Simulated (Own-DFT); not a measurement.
# Point defects and the pressure they add: B20 RuSi

No measurement is shown. These are fixed-geometry runs of a retired plane-wave code named Own-DFT, which no person has reviewed; spin and spin-orbit coupling are neglected.

Settings: PBE; PseudoDojo norm-conserving scalar-relativistic files; cutoff 50 hartree; 5 x 4 x 5 k mesh centred on Gamma; cold (Marzari-Vanderbilt) smearing of 0.2 eV.

Limits (not all hold for every row): not probed for a lower state with spin; forces on such cells failed a check on a denser k mesh; stress not checked against mesh or cutoff.

All runs share one cell, with vectors in Å (4.709, 0.000, 4.709); (0.000, 9.417, 0.000); (-4.709, 0.000, 4.709) and a volume of 417.6 Å³. u is the rms random offset of the atoms per axis. The defect's site can differ from row to row.

```
               cell   formula   u (Å)  P (GPa)
          no defect  Ru16Si16  0.0181     5.08
          no defect  Ru16Si16  0.0207     4.71
          no defect  Ru16Si16  0.0471     7.23
one Si on a Ru site  Ru15Si17  0.0300     5.53
one Si on a Ru site  Ru15Si17  0.0318     5.62
one Si on a Ru site  Ru15Si17  0.0552        ?
one Si on a Ru site  Ru15Si17  0.0577     6.92
one Ru on a Si site  Ru17Si15  0.0268     7.69
one Ru on a Si site  Ru17Si15  0.0278     8.19
one Ru on a Si site  Ru17Si15  0.0521     9.88
     one Ru vacancy  Ru15Si16  0.0274     2.53
     one Ru vacancy  Ru15Si16  0.0470     3.04
     one Ru vacancy  Ru15Si16  0.0483     3.37
```

## Working it out

P = P0 + c u² + a shift for each defect gives P0 = 4.87 GPa, c = 813 ± 131 GPa/Å² and a scatter of 0.42 GPa. The shifts, and each times the cell's volume:

- one Ru on a Si site: 2.58 ± 0.34 GPa, 6.7 eV
- one Si on a Ru site: -0.26 ± 0.35 GPa, -0.7 eV (not resolved)
- one Ru vacancy: -3.32 ± 0.35 GPa, -8.7 eV

Positive is outwards. The product with the volume (160.2 GPa Å³ to the eV) is nearly free of the cell's size; divided by the bulk modulus at the cell's pressure it gives the volume that the defect adds. The atoms around the defects weren't relaxed, which would change these numbers.

## The run left out

Asked: what pressure belongs in the blank (one Si on a Ru site, u = 0.0552 Å)?

The fit gives 7.08 ± 0.51 GPa. The calculation gave 6.82 GPa.
